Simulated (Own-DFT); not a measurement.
GaP (zincblende, strongly disordered by large displacements) (calculated)

A calculation, not a measurement: plane-wave PBE density functional theory by an unreviewed code, no spin, of a simulated periodic cell, stress positive in tension, free energy of the whole cell less one offset for each atom, forces on such cells passed a denser k mesh, this cell's mesh not checked; broken bonds can close the gap or carry spin, so checks made on this kind of crystal may not hold here; offsets are fitted by least squares, one for each functional and potential file, so energies compare only between cells with the same atoms and settings and are not formation energies; the far tail of each file's local potential was reset to the Coulomb form; each entry is a single point on an unrelaxed cell, so the pressure reflects the starting lattice, mostly measured values (interpolated for alloys), from which strain is counted, and rises with the displacements; printed positions are rounded, which can move forces by about a meV/angstrom; the program, named Own-DFT, is a retired in-house code; no spin-orbit coupling. Program: Own-DFT development build.

Settings shared by all entries: functional PBE; potential files PseudoDojo norm-conserving, scalar-relativistic, standard set; wave cutoff 42 hartree; occupations Fermi-Dirac; smearing width 0.1 eV; hardware one NVIDIA H100; k mesh 3 x 3 x 3 centred on Gamma.

(1) 
```xyz
64
Lattice="10.9010 0.0000 0.0000 0.0000 10.9010 0.0000 0.0000 0.0000 10.9010" Properties=species:S:1:pos:R:3:force_x:R:1:force_y:R:1:force_z:R:1 formula=GaP free_energy_of_cell_above_offsets=47.776 pressure=21.57 stress_xx=-18.37 stress_yy=-22.86 stress_zz=-23.47 stress_yz=-1.75 stress_xz=4.89 stress_xy=-1.34 wall_time=601.8
Ga    10.8125    10.7706    10.7305     -2.652     -3.339     -7.721
Ga     0.0792     2.6817     3.1117     -5.661     -6.163     -3.467
Ga     2.7830     0.3136     2.6288     -2.746     -2.954     -3.029
Ga     2.5459     2.7361     0.6125     -0.322     -0.253     -0.955
P      0.6938     0.5726     1.4079      4.748      4.962      8.317
P      1.3292     4.0336     3.5675      0.934     -0.011      8.291
P      3.6961     1.4093     4.1209      8.208     -2.053     -5.195
P      4.1345     4.7521     1.4391     -6.126     -3.522      3.503
Ga    10.8497     0.5359     5.6051     -0.793     -1.587      -0.93
Ga    10.8023     2.7471     8.4094      0.149      0.703      -1.05
Ga     3.4241     0.2118     8.4501     -3.023     -7.396      -4.54
Ga     2.6612     2.2980     5.3926     -0.312      7.602      1.602
P      1.4023     1.8961     6.7532     -4.852     -3.029      5.897
P      1.6270     4.2829     8.8775     -6.525     -5.566      5.196
P      3.9011     1.7730     9.4315      1.584       5.43      5.813
P      3.9549     4.1984     7.1269      1.914     -2.396     -4.911
Ga     0.4212     5.3041    10.8528      0.321      1.545     -1.578
Ga     0.2216     8.1540     2.7299     -6.192      1.654      3.154
Ga     2.3624     5.2685     2.5924      2.935      6.334      -3.38
Ga     2.6362     9.0070     0.4451     -0.737     -3.397      5.293
P      1.2590     7.0257     1.5714      4.421     -3.874     -5.591
P      0.8973     9.8109     3.7521      2.351      3.168      2.487
P      4.3048     6.3775     3.3548     -5.401       5.49     -6.215
P      4.3877     9.6456     1.2192     -2.403     -1.651      4.417
Ga    10.7019     5.3742     5.4917       2.84      7.195     -3.551
Ga    10.8685     7.8273     8.0593      5.909      1.203      6.578
Ga     2.9110     5.5403     8.2708      1.568      5.365     -3.308
Ga     2.4237     7.8608     5.4863      3.154      1.549     -5.044
P      0.9646     7.1492     6.6035      1.186     -6.552     -3.743
P      1.7766     9.1599     9.6622     -4.733      2.257     -8.034
P      3.7474     6.8095     9.6494     -3.805     -1.138      9.689
P      3.3888     9.1916     6.8906      2.767       2.44      1.213
Ga     5.2073     0.1329     0.2199      4.617      7.974     -5.237
Ga     5.0203     3.1379     2.5085      1.571     -2.501      1.547
Ga     7.4903    10.3644     2.4832      1.631      6.016     -6.953
Ga     8.6903     2.6563    10.8017     -2.386      2.557      2.804
P      6.7551     1.9492     1.4048     -0.252     -2.329      -0.63
P      6.2695     4.2195     4.1530      8.281     -8.405     -3.514
P      9.2315     1.3616     3.8618      4.807     -6.288      -3.94
P     10.0307     4.0158     1.2379     -1.634     -0.783      0.806
Ga     5.0089    10.5718     5.1486      0.338     -0.577      1.757
Ga     5.5021     2.7934     8.0088     -2.864       6.87      3.523
Ga     8.0786    10.5406     8.7136     -0.725      1.541     -3.922
Ga     8.1639     2.6152     4.8033     -5.357      6.606      5.414
P      6.2885     1.2335     7.2701      4.523     -7.585     -4.344
P      5.9990     4.2003    10.0361      4.944     -6.453      -5.42
P      9.2242     1.2333     9.3732      3.795      0.708     -0.835
P     10.0491     3.8056     6.3349     -4.925     -6.689      4.216
Ga     5.3635     5.5926     0.2641      2.811      9.755     -1.487
Ga     5.2597     8.5436     2.7298     -2.411      3.241      8.244
Ga     8.4733     5.1788     2.9413     -0.899      0.075     -0.467
Ga     8.0000     8.3936     0.4439     -4.189      -5.95      -1.55
P      6.1414     7.2762     1.6279      7.072     -6.466     -5.759
P      7.1770     9.5551     4.1698     -7.556      4.904      3.023
P      9.4112     6.9954     4.1485      4.111     -3.732     -2.865
P      9.1621     9.7393     1.1715      5.496      3.638      3.082
Ga     5.1354     5.5436     4.8094     -1.352      2.701       12.4
Ga     4.8012     7.5986     8.3278      6.844      5.068      -8.36
Ga     8.2032     5.3759     8.2354     -0.368      0.357     -0.261
Ga     8.0254     8.1429     5.0323      0.804     -5.504      8.209
P      6.3637     6.7179     6.4722       0.59      0.414      0.971
P      7.2155     8.8748     9.3933      -4.33     -3.456     -0.452
P      9.7141     7.2273     9.4991      -4.28     -4.231      5.879
P      9.5059     8.7139     7.0923     -7.416      6.511     -5.085
```

Units: free_energy_of_cell_above_offsets in eV; pressure, stress_xx, stress_yy, stress_zz, stress_yz, stress_xz, stress_xy in GPa; wall_time in s; force_x, force_y, force_z in eV/Å.

(2) 
```xyz
64
Lattice="10.9010 0.0000 0.0000 0.0000 10.9010 0.0000 0.0000 0.0000 10.9010" Properties=species:S:1:pos:R:3:force_x:R:1:force_y:R:1:force_z:R:1 formula=GaP free_energy_of_cell_above_offsets=0.751 pressure=10.65 stress_xx=-10.29 stress_yy=-11.7 stress_zz=-9.97 stress_yz=-2.85 stress_xz=-0.97 stress_xy=-0.12 wall_time=553.6
Ga    10.7940     0.2728     0.0977      -3.01     -3.342     -4.722
Ga     0.2187     2.6748     2.8097     -2.474     -0.286       0.03
Ga     2.7532     0.0214     2.6643     -5.275      2.197      2.173
Ga     2.9922     2.7834    10.8616     -3.101      0.906      0.237
P      0.9584     1.2525     1.4422      6.789        1.5      2.131
P      1.1563     4.0629     4.0586      5.167     -0.138     -0.015
P      4.1082     1.2566     4.0738      -1.54      2.358     -3.847
P      4.1199     4.2314     1.3240      -1.51     -1.784      1.485
Ga     0.2269     0.2574     5.5906      0.134     -1.862     -0.887
Ga     0.2937     2.4614     8.1332     -2.793      3.404      2.181
Ga     2.9073    10.8424     8.0062     -0.278     -1.538       3.71
Ga     2.7031     2.3009     5.1328     -2.773      3.972      3.198
P      1.6438     1.2843     7.0302     -0.126       0.39     -3.328
P      1.3591     4.2043     9.5948      0.332     -0.583     -0.299
P      3.9478     1.3394     9.5667      1.799     -0.274     -0.985
P      4.1529     3.7138     6.7524     -3.256     -1.478      1.432
Ga    10.8701     5.4928     0.2839     -3.313     -4.412     -4.381
Ga     0.0469     8.0740     3.1297     -1.811      0.203     -3.403
Ga     2.8405     5.5316     2.6486      -2.16      0.176      1.119
Ga     2.1738     8.1302     0.1331      3.115      2.006      -1.89
P      1.1265     6.7249     1.2779      3.025      2.028      5.993
P      1.7177     8.9100     4.0139      0.988      4.795      0.206
P      3.8440     7.0873     4.0602      2.267     -3.003     -1.299
P      4.0633     9.7534     1.7512      1.758     -1.887     -6.174
Ga     0.1395     5.5763     5.1336     -1.487      0.244      3.066
Ga    10.6044     8.3755     8.2851      1.525     -0.522     -3.055
Ga     2.5920     5.6065     7.9686      3.316     -3.377      3.039
Ga     2.8241     8.0707     5.6825     -0.171      0.892      2.977
P      1.3406     6.7218     6.8205     -3.427      2.788     -2.105
P      1.1081     9.4306     9.5108      2.375      3.474      0.653
P      4.2352     7.0068     9.1245     -3.853     -2.127      3.361
P      4.2860     9.6751     6.8671     -0.379     -1.274     -2.126
Ga     5.2975     0.2652     0.1836     -2.808     -4.756     -3.825
Ga     5.0698     2.8108     2.8020      3.427      0.941      -0.01
Ga     8.0100    10.6875     2.6675     -0.171      0.668      0.396
Ga     8.1181     2.5905     0.0562     -1.093      1.975      0.319
P      6.4255     1.4322     1.3160      4.825      3.104      3.909
P      7.1396     4.2609     4.1096     -3.472     -0.798      0.234
P      9.8222     1.4537     4.2730     -2.315     -0.444     -0.817
P      9.7040     3.8771     1.4934     -2.024      1.117     -0.926
Ga     5.0766    10.6616     4.9344      0.367      0.459      5.939
Ga     5.6758     3.0304     8.4228     -0.946     -2.748      -1.85
Ga     8.6897     0.0851     8.1035      -5.78     -2.293     -2.356
Ga     8.2312     2.8988     5.5097     -2.056     -2.627     -1.427
P      6.6058     1.4811     6.5666      0.906     -0.328      0.917
P      6.6606     4.5329     9.5879      2.151      0.035      1.513
P      9.3301     1.4062     9.4306      3.636      3.273      3.327
P      9.6245     3.7922     6.7565      2.903      3.549      2.579
Ga     5.0444     5.6676     0.1030      2.328      1.927     -3.307
Ga     5.1968     8.1105     2.4282      2.483     -2.157      1.261
Ga     8.2745     5.5650     2.7352     -0.385     -0.382     -1.943
Ga     8.1979     8.2447    10.6240     -4.272      3.087      2.447
P      6.8043     6.7951     1.0710      0.132      0.729      1.729
P      6.3599     9.4046     4.1371      6.372     -3.629     -2.743
P      9.4736     6.8538     4.1433     -1.377      0.849      1.324
P      9.5567     9.6083     1.2118     -0.845       -1.1      1.568
Ga     5.2727     5.2113     5.9230      1.701      1.692     -3.983
Ga     5.5467     8.1378     7.9127      1.274      1.933      0.651
Ga     8.3769     5.7981     8.1664     -0.434     -1.355     -0.057
Ga     8.1870     8.5861     5.8240     -5.609     -4.387     -4.321
P      6.6181     6.7635     6.6568      3.666      0.586     -0.156
P      6.7182     9.5266     9.3005      1.254      1.559      0.992
P      9.6779     7.2055     9.7418      1.293     -6.134     -0.873
P      9.6021     9.6418     6.7111      5.015       2.21      1.012
```

Units: free_energy_of_cell_above_offsets in eV; pressure, stress_xx, stress_yy, stress_zz, stress_yz, stress_xz, stress_xy in GPa; wall_time in s; force_x, force_y, force_z in eV/Å.

(3) 
```xyz
64
Lattice="10.9010 0.0000 0.0000 0.0000 10.9010 0.0000 0.0000 0.0000 10.9010" Properties=species:S:1:pos:R:3:force_x:R:1:force_y:R:1:force_z:R:1 formula=GaP free_energy_of_cell_above_offsets=2.348 pressure=11.32 stress_xx=-12.94 stress_yy=-10.62 stress_zz=-10.39 stress_yz=-0.22 stress_xz=0.77 stress_xy=0.19 wall_time=551.6
Ga    10.6962     0.2225     0.0846      5.203     -3.705      2.589
Ga    10.6820     2.8036     2.8153      1.151      0.067      0.357
Ga     2.5033     0.2427     2.8209      0.505     -2.356     -1.683
Ga     2.9257     2.5341     0.0509     -1.843      0.106     -2.246
P      1.5221     1.6078     1.4924     -3.759     -0.305     -0.777
P      1.5403     3.7952     4.2448     -4.961      4.992     -3.836
P      3.8649     1.1113     4.1417          4      1.752      1.715
P      3.9822     3.8598     1.3059      2.864      3.474      2.225
Ga     0.1198    10.8027     5.4566      3.259       4.04     -3.228
Ga    10.8241     2.5856     8.0050     -3.855      3.947      4.396
Ga     2.8826    10.5866     7.7597     -4.471      3.451      5.315
Ga     2.6597     2.6259     5.3835       4.89     -1.552      3.008
P      1.2225     1.7670     6.7567      2.783      -5.68     -2.281
P      1.0605     4.4384     9.7281       4.25     -5.325     -5.266
P      3.8620     1.2185     9.4157      0.819     -1.813      0.467
P      4.1392     4.0569     6.9307     -1.084      1.125     -1.588
Ga     0.0725     5.5341     0.1383     -2.666      0.626      3.653
Ga     0.0575     8.5134     2.5813      0.479     -4.943      0.914
Ga     2.6143     5.4910     3.0576     -1.497     -2.151     -2.661
Ga     2.8127     7.8780     0.0502      3.407      3.541      -2.49
P      1.5438     6.7388     1.1276     -2.021     -1.035      6.214
P      1.3022     9.5722     3.8565      1.609      0.396      3.347
P      3.8267     6.7374     4.3309      1.207      1.192     -2.252
P      4.0851     9.4987     1.4238     -0.493      0.413     -0.527
Ga    10.5518     5.8381     5.6788      2.501       0.76     -1.876
Ga    10.6233     7.5746     8.0559      0.231      2.111      1.434
Ga     2.8058     5.5060     8.4421     -1.703     -1.917     -1.781
Ga     2.6668     8.0630     5.5546      0.414      4.042      -2.14
P      1.4750     6.8906     6.7030       -2.7     -3.196      3.069
P      1.5960     9.4285     9.7394     -1.293      0.777     -1.762
P      4.2966     6.6713     9.4892     -1.756     -0.896      3.402
P      4.0119     9.5559     6.5031      3.338     -3.385     -1.321
Ga     5.7076    10.7514     0.0818     -2.047     -1.121     -1.954
Ga     5.6788     2.7821     2.6584     -2.774     -0.504      0.009
Ga     8.1982     0.0711     2.5971      0.219     -1.843      1.082
Ga     8.1556     2.6851    10.7241     -0.195     -0.215      4.003
P      6.7813     1.2805     1.3839      1.006      1.001     -0.983
P      6.7599     4.0853     4.1087      0.283      -1.89      0.777
P      9.0975     1.5441     4.1012      3.255      -1.77     -2.231
P      9.4118     4.1628     1.3568       3.28     -2.258     -3.124
Ga     5.5789    10.7620     5.4283      -2.25      2.611      0.403
Ga     5.1358     2.7307     8.4031      0.993      0.124     -0.009
Ga     8.1651    10.6998     7.7238     -3.251      2.163      2.714
Ga     8.1332     2.3839     5.7441     -1.621      2.632      1.685
P      6.4311     1.3874     6.9196      1.504      -0.53      0.191
P      6.9346     3.7709     9.4797     -2.795      3.419     -1.636
P      9.6443     1.4974     9.9036     -0.912      1.081     -6.286
P      9.3738     4.3407     6.5580     -1.293     -3.604      2.925
Ga     5.6260     5.5666     0.1503     -2.383      -4.06     -2.134
Ga     5.2072     7.9517     2.6440      0.955      0.304      0.597
Ga     8.2295     4.9581     2.7630     -2.146      3.835      2.331
Ga     8.1490     8.4015     0.3876     -3.166      -1.42     -4.953
P      6.9268     6.8455     1.1131      0.055      -0.11      4.751
P      6.7086     9.4593     4.2642     -1.486      1.765      -6.69
P      9.0352     6.6952     4.2137      1.964      0.761     -1.723
P      9.7179     9.3124     1.1785      0.752      5.718      0.427
Ga     5.5266     5.6475     4.9578      0.718       -0.8      3.363
Ga     5.4286     7.9877     8.4178     -1.538     -0.289     -4.535
Ga     8.1333     5.4728     8.2673     -0.147     -0.389       0.06
Ga     7.8628     8.2633     5.3174      3.334     -3.294      4.443
P      6.5999     6.7449     6.8431      0.927        0.4     -0.557
P      6.7929     9.2957     9.0778      4.019       4.16      3.956
P      9.4506     6.6593    10.0483     -2.423      1.893     -3.249
P      9.6943     9.9263     6.6211     -1.644     -6.318      1.958
```

Units: free_energy_of_cell_above_offsets in eV; pressure, stress_xx, stress_yy, stress_zz, stress_yz, stress_xz, stress_xy in GPa; wall_time in s; force_x, force_y, force_z in eV/Å.
